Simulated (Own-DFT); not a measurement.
Simulation results for Si2SnGe5 (diamond-structure random alloy, strained, atoms displaced)

A calculation, not a measurement: plane-wave density functional theory by an unreviewed code, no spin, of a simulated periodic cell, stress positive in tension, run twice, with PBE and with PBEsol, both on files made for PBE, so the change isn't that of files made for PBEsol, forces on such cells moved up to 12 meV/angstrom on a denser k mesh; the far tail of each file's local potential was reset to the Coulomb form; each entry is a single point on an unrelaxed cell, so the pressure reflects the starting lattice, mostly measured values (interpolated for alloys), from which strain is counted, and rises with the displacements; printed positions are rounded, which can move forces by about a meV/angstrom; the program, named Own-DFT, is a retired in-house code; no spin-orbit coupling; stress was not checked against mesh or cutoff. Program: Own-DFT development build.

### Si2SnGe5 (diamond-structure random alloy, strained, atoms displaced)

```xyz
64
Lattice="11.0679 0.0000 0.0000 0.0000 11.0679 0.0000 0.0000 0.0000 11.4103" Properties=species:S:1:pos:R:3 Si2SnGe5
Sn     0.0448     0.0490    11.3752
Ge     0.0220     2.7110     2.8571
Ge     2.7682     0.0306     2.9281
Ge     2.7581     2.7077    11.4038
Sn     1.3595     1.2746     1.5243
Ge     1.3503     4.1039     4.2798
Si     4.2819     1.4132     4.2690
Ge     4.1640     4.1031     1.4741
Ge     0.0130     0.0276     5.7070
Si     0.0008     2.7997     8.6249
Sn     2.8501     0.0045     8.5966
Si     2.7772     2.8643     5.7427
Ge     1.4165     1.3517     7.1770
Ge     1.3411     4.1533    10.0267
Si     4.1464     1.4646     9.9669
Ge     4.0619     4.0003     7.0562
Ge     0.0132     5.5417    11.3369
Ge    10.9611     8.3460     2.9108
Si     2.7830     5.4820     2.8660
Ge     2.7684     8.2906     0.0005
Si     1.3729     6.8820     1.4410
Si     1.4247     9.6385     4.1938
Si     4.1173     6.8977     4.2568
Si     4.0652     9.6446     1.4775
Si    10.9806     5.5268     5.7142
Ge     0.0481     8.3555     8.4863
Ge     2.6967     5.4377     8.5900
Ge     2.8467     8.3027     5.6753
Si     1.3699     6.9261     7.1223
Ge     1.3948     9.6311    10.0064
Sn     4.1607     6.9879    10.0428
Si     4.2770     9.6972     7.2121
Ge     5.4826     0.0647    11.3477
Si     5.6433     2.8457     2.8493
Ge     8.3444    11.0631     2.8748
Sn     8.2941     2.7313    11.4078
Ge     6.9071     1.2948     1.4034
Ge     6.9368     4.3115     4.2802
Sn     9.7057     1.3339     4.2880
Ge     9.7253     4.1749     1.3980
Si     5.5431    11.0543     5.6831
Ge     5.5161     2.8101     8.5204
Ge     8.3156     0.0207     8.5385
Si     8.3375     2.6265     5.7697
Ge     6.9607     1.3251     7.1655
Ge     6.9156     4.1734     9.9844
Ge     9.6478     1.3917     9.9848
Ge     9.6315     4.1895     7.1149
Ge     5.4799     5.5609     0.0128
Ge     5.5731     8.3201     2.8161
Ge     8.3281     5.5545     2.8904
Ge     8.3369     8.2540    11.2915
Ge     6.8250     6.8722     1.5136
Ge     6.8900     9.6725     4.2596
Sn     9.6615     6.9180     4.3166
Sn     9.6733     9.5877     1.4453
Ge     5.5624     5.4282     5.7361
Ge     5.4181     8.2575     8.5483
Ge     8.3361     5.5250     8.6171
Ge     8.2796     8.3420     5.6579
Si     6.9116     6.9473     7.1403
Ge     6.8436     9.7431     9.8802
Ge     9.6785     6.8454    10.0000
Ge     9.7214     9.6533     7.1367
```

- functional: PBE, then PBEsol
- potential files: PseudoDojo norm-conserving, scalar-relativistic, standard set
- wave cutoff: 49 hartree
- occupations: Fermi-Dirac
- smearing width: 0.1 eV
- k mesh: 3 x 3 x 3 centred on Gamma
- PBE pressure: 10.49 GPa
- PBE stress xx: -11.13 GPa
- PBE stress yy: -10.97 GPa
- PBE stress zz: -9.36 GPa
- PBE stress yz: -0.41 GPa
- PBE stress xz: -0.84 GPa
- PBE stress xy: 0.69 GPa
- PBEsol pressure: 7.53 GPa
- PBEsol stress xx: -8.17 GPa
- PBEsol stress yy: -8.03 GPa
- PBEsol stress zz: -6.41 GPa
- PBEsol stress yz: -0.39 GPa
- PBEsol stress xz: -0.81 GPa
- PBEsol stress xy: 0.67 GPa
- rms change of force components from PBE to PBEsol: 0.055 eV/Å

Force:
| force element | PBE force x (eV/Å) | PBE force y (eV/Å) | PBE force z (eV/Å) | PBEsol force x (eV/Å) | PBEsol force y (eV/Å) | PBEsol force z (eV/Å) |
| --- | --- | --- | --- | --- | --- | --- |
| Sn | -1.791 | -1.767 | -2.548 | -1.749 | -1.733 | -2.482 |
| Ge | -0.657 | 2.836 | 0.05 | -0.63 | 2.749 | 0.053 |
| Ge | 2.514 | -1.696 | 1.642 | 2.398 | -1.618 | 1.547 |
| Ge | 0.626 | 0.955 | -0.128 | 0.575 | 0.969 | -0.089 |
| Sn | 2.346 | 2.563 | 0.423 | 2.283 | 2.509 | 0.418 |
| Ge | 0.277 | 0.929 | 0.503 | 0.226 | 0.86 | 0.452 |
| Si | -0.651 | 0.714 | 0.485 | -0.685 | 0.683 | 0.437 |
| Ge | -0.229 | 0.016 | -0.237 | -0.223 | 0.019 | -0.307 |
| Ge | 2.13 | -2.249 | 1.017 | 2.039 | -2.162 | 1.017 |
| Si | -0.36 | -0.262 | -0.953 | -0.351 | -0.258 | -0.929 |
| Sn | -0.035 | -0.687 | 0.03 | -0.129 | -0.673 | 0.025 |
| Si | -1.247 | -2.864 | -2.062 | -1.258 | -2.781 | -1.994 |
| Ge | -1.106 | 2.076 | -1.104 | -1.079 | 1.958 | -1.068 |
| Ge | 0.274 | -1.132 | -0.201 | 0.296 | -1.059 | -0.159 |
| Si | 1.259 | 1.072 | 0.949 | 1.236 | 1.055 | 0.934 |
| Ge | 1.264 | 2.132 | 1.598 | 1.301 | 2.113 | 1.621 |
| Ge | 0.324 | 0.477 | 1.603 | 0.277 | 0.43 | 1.512 |
| Ge | 4.294 | -1.224 | 0.22 | 4.1 | -1.189 | 0.202 |
| Si | -0.448 | 0.651 | -0.042 | -0.437 | 0.555 | -0.053 |
| Ge | -1.934 | 1.103 | 2.629 | -1.883 | 1.074 | 2.472 |
| Si | 0.075 | 0.093 | 0.422 | 0.032 | 0.127 | 0.369 |
| Si | -0.247 | 0.247 | 1.371 | -0.25 | 0.242 | 1.34 |
| Si | 0.752 | -0.494 | -0.11 | 0.777 | -0.441 | -0.061 |
| Si | 0.647 | 0.813 | -0.487 | 0.631 | 0.795 | -0.48 |
| Si | 2.268 | -0.855 | 1.334 | 2.186 | -0.877 | 1.279 |
| Ge | -0.045 | -1.428 | 0.801 | -0.074 | -1.338 | 0.81 |
| Ge | 0.083 | 0.568 | -1.374 | 0.098 | 0.519 | -1.292 |
| Ge | -0.445 | 0.236 | 0.551 | -0.432 | 0.233 | 0.538 |
| Si | 0.165 | -0.674 | -0.564 | 0.194 | -0.624 | -0.516 |
| Ge | 0.236 | -1.13 | -0.49 | 0.231 | -1.094 | -0.475 |
| Sn | -1.215 | -2.024 | -0.877 | -1.177 | -1.962 | -0.845 |
| Si | -0.099 | -0.32 | -2.633 | -0.128 | -0.359 | -2.527 |
| Ge | -0.827 | -0.921 | 0.633 | -0.728 | -0.896 | 0.619 |
| Si | -0.182 | -0.864 | 0.271 | -0.139 | -0.802 | 0.219 |
| Ge | -2.654 | -0.715 | -0.66 | -2.578 | -0.705 | -0.649 |
| Sn | -0.491 | 0.687 | 0.679 | -0.472 | 0.659 | 0.655 |
| Ge | -0.97 | -0.06 | 1.654 | -0.905 | -0.083 | 1.568 |
| Ge | 0.726 | -2.809 | 0.258 | 0.702 | -2.659 | 0.256 |
| Sn | -0.399 | 1.102 | 0.19 | -0.336 | 1.015 | 0.13 |
| Ge | 0.628 | 0.581 | 1.151 | 0.607 | 0.558 | 1.112 |
| Si | -0.038 | -0.009 | 0.435 | 0.043 | -0.021 | 0.43 |
| Ge | 0.243 | -0.604 | 0.351 | 0.258 | -0.557 | 0.307 |
| Ge | 0.526 | -0.728 | 0.161 | 0.495 | -0.7 | 0.157 |
| Si | -1.443 | 2.511 | 0.431 | -1.416 | 2.465 | 0.435 |
| Ge | -1.022 | 0.461 | -0.839 | -0.98 | 0.436 | -0.738 |
| Ge | -1.263 | 0.85 | -0.648 | -1.219 | 0.828 | -0.634 |
| Ge | 0.857 | 0.052 | -2.686 | 0.8 | 0.018 | -2.574 |
| Ge | 0.545 | -1.227 | 0.222 | 0.494 | -1.162 | 0.264 |
| Ge | 1.39 | -1.738 | 1.402 | 1.356 | -1.68 | 1.373 |
| Ge | -1.662 | -0.022 | 0.616 | -1.534 | -0.038 | 0.599 |
| Ge | -0.764 | -0.939 | -2.192 | -0.765 | -0.903 | -2.117 |
| Ge | -2.424 | -0.471 | 0.099 | -2.332 | -0.465 | 0.095 |
| Ge | 1.412 | -0.022 | -1.44 | 1.361 | -0.027 | -1.389 |
| Ge | -0.077 | 0.854 | 0.224 | -0.023 | 0.79 | 0.179 |
| Sn | 0.434 | -0.214 | 0.481 | 0.359 | -0.146 | 0.404 |
| Sn | -1.547 | 0.664 | -1.263 | -1.505 | 0.65 | -1.211 |
| Ge | -1.163 | 1.881 | 0.58 | -1.117 | 1.767 | 0.536 |
| Ge | 2.972 | 1.172 | -2.002 | 2.892 | 1.139 | -1.861 |
| Ge | -1.044 | 0.46 | -1.146 | -0.975 | 0.42 | -1.072 |
| Ge | -1.424 | 0.648 | 2.11 | -1.35 | 0.66 | 2.005 |
| Si | 0.059 | -0.368 | 0.153 | 0.059 | -0.364 | 0.154 |
| Ge | 0.386 | -0.679 | 0.542 | 0.376 | -0.652 | 0.521 |
| Ge | 0.85 | 1.034 | -1.063 | 0.808 | 0.986 | -1.019 |
| Ge | -0.655 | 0.759 | -0.521 | -0.632 | 0.747 | -0.504 |
